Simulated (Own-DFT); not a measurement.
# How strain changes the stress of wurtzite AlGaN with randomly placed atoms, 72 atoms (Al27Ga9N36)

All numbers below are calculated, not measured. They come from Own-DFT, an in-house plane-wave density functional program, since retired, whose code no person has reviewed. Each row is one single-point run on a periodic cell that was not relaxed, without spin or spin-orbit coupling.

Settings of every run: PBE; PseudoDojo norm-conserving scalar-relativistic files; cutoff 42 hartree; 4 x 4 x 3 k mesh centred on Gamma; Fermi-Dirac smearing of 0.1 eV.

Known limits: forces on such cells passed a denser k mesh, each cell not checked; stress not checked against mesh or cutoff.

Unstrained cell vectors in Å: (9.394, 0.000, 0.000); (-4.697, 8.135, 0.000); (0.000, 0.000, 10.066). The unstrained cell has measured lattice constants (interpolated for alloys), not those of this functional. That, the random moves and any unrelaxed bonds set the pressure at no strain. Each run strains this cell uniformly, with the atoms carried along. Every atom was also moved at random, by a Gaussian of width 0.05 Å on each axis. The random placing of the alloy's atoms differs from row to row. Strain is the symmetric tensor, in per cent. Stress is positive in tension, and the pressure is minus a third of its trace.

```
run,e_xx (%),e_yy (%),e_zz (%),s_xx (GPa),s_yy (GPa),s_zz (GPa),P (GPa),E (meV/atom)
1,-0.50,-0.50,0.00,-10.42,-10.04,-7.37,9.27,29.2
2,-1.50,-1.50,0.00,-16.58,-15.52,-10.04,14.05,46.2
3,1.75,1.75,0.00,1.73,4.60,-5.91,-0.14,11.5
4,2.25,2.25,0.00,5.62,3.81,-1.96,-2.49,0.0
5,-2.25,-2.25,0.00,-21.70,-19.99,-11.23,17.64,57.2
6,-2.50,-2.50,0.00,-22.27,-22.66,-11.04,18.66,57.8
7,2.50,2.50,0.00,5.95,6.23,-2.36,-3.27,3.6
8,-0.75,-0.75,0.00,-14.03,-11.58,-5.90,10.51,43.6
9,0.50,0.50,0.00,?,?,?,?,?
```

E is the free energy for each atom above the lowest run shown.

## Worked fit

The change of volume is close to e_xx + e_yy + e_zz. A straight line through the runs shown gives P = 7.56 - 220 x (fractional change of volume) GPa, with an error of 3 on the slope and a scatter of 0.31 GPa. The strain isn't the same on all axes and the cell isn't cubic, so the slope belongs to this path and is not the bulk modulus.

## Withheld run

Question: what pressure should run 9 give? Its volume changes by 1.00 %.

The line gives 5.4 GPa. The calculation gave 4.34 GPa.
